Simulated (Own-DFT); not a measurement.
# Computed records: Si12O23 (quartz with two neutral oxygen vacancies, atoms displaced)

Computed with Own-DFT development build. A calculation, not a measurement: plane-wave PBE and HSE06 DFT by an unreviewed code, no spin, of a simulated cell at Gamma alone, so results move with cell size and shape, stress positive in tension, energies less offsets, not probed for a lower state with spin; oxygen file: force components 24 meV/angstrom off all-electron in a glass; k mesh not checked against a denser one; forces and stress are PBE's, HSE06 gives the energy alone, and its difference from PBE has offsets of its own; offsets are fitted by least squares, one for each functional and potential file, so energies compare only between cells with the same atoms and settings and are not formation energies; the far tail of each file's local potential was reset to the Coulomb form; each entry is a single point on an unrelaxed cell, so the pressure reflects the starting lattice, mostly measured values (interpolated for alloys), from which strain is counted, and rises with the displacements; printed positions are rounded, which can move forces by about a meV/angstrom; the program, named Own-DFT, is a retired in-house code; no spin-orbit coupling.

Si12O23 (quartz with two neutral oxygen vacancies, atoms displaced)

```
Si12O23
1.0
      9.8268     0.0000     0.0000
     -4.9134     8.5103     0.0000
      0.0000     0.0000    10.8104
Si O Si O Si O Si O Si O Si O Si O Si O
3 6 3 5 3 5 3 6 3 6 3 6 3 6 3 6
Direct
  0.23265 0.00119 0.99500
  0.99245 0.23500 0.34172
  0.26962 0.26544 0.17636
  0.20857 0.12577 0.05784
  0.42785 0.29445 0.21930
  0.36328 0.06927 0.39568
  0.08068 0.37677 0.43892
  0.13664 0.21137 0.27754
  0.29505 0.43695 0.10385
  0.23122 0.00236 0.50525
  0.99644 0.23841 0.83818
  0.25940 0.26454 0.67108
  0.21209 0.13894 0.55318
  0.42984 0.29075 0.72460
  0.36047 0.06409 0.88600
  0.13787 0.19983 0.77094
  0.29269 0.42539 0.60491
  0.23203 0.49316 0.99780
  0.00039 0.73975 0.34473
  0.26739 0.76883 0.16476
  0.42839 0.78380 0.22164
  0.35818 0.56755 0.39949
  0.07896 0.86381 0.43568
  0.12782 0.70488 0.26897
  0.28555 0.91678 0.10166
  0.23176 0.50344 0.49730
  0.00150 0.73722 0.83919
  0.27460 0.76995 0.67408
  0.20371 0.63371 0.56418
  0.42676 0.79873 0.72993
  0.37056 0.57526 0.89583
  0.07456 0.87434 0.94274
  0.13508 0.70745 0.77940
  0.30139 0.92520 0.61285
  0.73457 0.99675 0.99796
  0.50960 0.23764 0.33543
  0.76094 0.27045 0.17191
  0.71177 0.13525 0.05637
  0.92345 0.29583 0.22588
  0.86199 0.06953 0.38617
  0.57344 0.36755 0.43688
  0.62279 0.19374 0.27449
  0.78509 0.42064 0.11979
  0.72828 0.99669 0.50171
  0.49116 0.23374 0.83168
  0.77399 0.26542 0.65871
  0.71047 0.13237 0.56514
  0.92146 0.29440 0.72813
  0.86766 0.07251 0.90023
  0.56859 0.36892 0.93598
  0.61617 0.20490 0.76684
  0.78345 0.42027 0.60616
  0.73856 0.49427 0.99655
  0.50086 0.72462 0.33931
  0.76477 0.76396 0.17177
  0.71110 0.63832 0.05240
  0.92407 0.78719 0.23336
  0.87480 0.57649 0.39430
  0.57257 0.86584 0.44125
  0.62686 0.71005 0.27018
  0.78883 0.92001 0.11232
  0.73422 0.49144 0.50343
  0.49669 0.73527 0.83255
  0.77122 0.77142 0.66724
  0.71101 0.63978 0.55503
  0.92872 0.79750 0.72767
  0.86719 0.57351 0.88573
  0.58068 0.86796 0.93461
  0.63512 0.70137 0.77565
  0.79711 0.93301 0.61138
```

- first functional: PBE
- second functional: HSE06
- exact exchange share: 0.25
- screening: 0.11 1/bohr
- exchange divergence: Gygi-Baldereschi
- potential files: PseudoDojo norm-conserving, scalar-relativistic, made for PBE, standard set
- wave cutoff: 48 hartree
- occupations: fixed
- k mesh: 1 x 1 x 1 centred on Gamma
- PBE energy of cell above offsets: -16.295 eV
- HSE06 less PBE above offsets: 0.186 eV
- PBE pressure: 9.16 GPa
- PBE stress xx: -10.12 GPa
- PBE stress yy: -9.88 GPa
- PBE stress zz: -7.47 GPa
- PBE stress yz: 0.84 GPa
- PBE stress xz: -1.07 GPa
- PBE stress xy: -1.23 GPa

Force:
| element | x (eV/Å) | y (eV/Å) | z (eV/Å) |
| --- | --- | --- | --- |
| Si | 3.568 | -0.532 | 0.627 |
| Si | 1.777 | 1.886 | -3.647 |
| Si | -4.095 | -0.063 | -5.259 |
| O | -2.512 | 4.751 | 3.552 |
| O | 5.228 | 0.407 | 3.08 |
| O | 0.807 | 1.53 | -0.76 |
| O | -3.271 | -3.577 | -1.297 |
| O | -1.756 | -0.265 | 1.283 |
| O | 3.189 | -4.014 | 4.009 |
| Si | 3.828 | -2.026 | -0.373 |
| Si | 3.117 | 1.415 | 1.512 |
| Si | 4.27 | 1.9 | -3.878 |
| O | -1.929 | 1.692 | 1.657 |
| O | -4.054 | 1.192 | -2.939 |
| O | 0.121 | 0.348 | 0.063 |
| O | -5.11 | -1.74 | 4.084 |
| O | -0.574 | 0.377 | -0.076 |
| Si | -4.454 | 1.676 | -1.78 |
| Si | 1.508 | -4.413 | -7.452 |
| Si | 1.189 | -4.5 | 0.811 |
| O | 0.015 | 0.056 | 1.205 |
| O | 3.534 | 2.31 | -3.569 |
| O | 0.321 | 5.835 | 6.197 |
| O | 0.247 | 0.151 | 0.388 |
| O | -0.544 | 2.768 | -1.479 |
| Si | 0.371 | 0.585 | 5.932 |
| Si | 0.403 | 1.833 | -1.669 |
| Si | -4.928 | -2.782 | -1.745 |
| O | 0.021 | 0.484 | 0.483 |
| O | 3.933 | 0.756 | 1.093 |
| O | 0.084 | -0.316 | -0.818 |
| O | -2.383 | -3.209 | -1.588 |
| O | 0.458 | 0.122 | -0.127 |
| O | -2.415 | 2.764 | -2.235 |
| Si | -0.183 | -0.017 | 3.787 |
| Si | -5.532 | -2.721 | -0.501 |
| Si | 3.138 | -6.728 | -0.377 |
| O | -0.851 | 1.298 | 1.39 |
| O | 1.301 | -0.168 | 1.8 |
| O | -1.302 | -1.72 | 2.249 |
| O | -0.004 | 1.161 | 1.061 |
| O | 2.764 | -0.478 | -0.908 |
| O | -2.785 | 5.682 | -3.906 |
| Si | 2.627 | 0.127 | -0.494 |
| Si | 1.453 | -1.047 | 1.654 |
| Si | -5.835 | 0.165 | 4.758 |
| O | -0.428 | -1.939 | -2.928 |
| O | 2.833 | 0.488 | 1.06 |
| O | 1.938 | 1.128 | -2.473 |
| O | 0.81 | 0.526 | 1.233 |
| O | 5.064 | 0.203 | -2.282 |
| O | 2.175 | -0.331 | 1.855 |
| Si | -2.287 | 1.122 | 1.083 |
| Si | -4.832 | 1.32 | -0.687 |
| Si | 1.335 | -1.403 | -2.036 |
| O | 1.009 | -0.667 | 0.824 |
| O | -1.111 | 0.553 | -0.43 |
| O | -1.66 | -3.612 | 2.425 |
| O | -0.848 | -1.134 | -0.111 |
| O | 3.272 | -1.601 | -0.126 |
| O | -0.964 | 2.163 | -1.428 |
| Si | -2.108 | 4.956 | -3.081 |
| Si | 2.924 | -0.84 | 0.117 |
| Si | -1.136 | -2.249 | 0.381 |
| O | 0.664 | -0.717 | -0.125 |
| O | 1.662 | 0.203 | 0.737 |
| O | -0.347 | -2.2 | 1.517 |
| O | -1.231 | -0.463 | 0.073 |
| O | -0.922 | 0.596 | -0.506 |
| O | -0.567 | 0.941 | -0.896 |
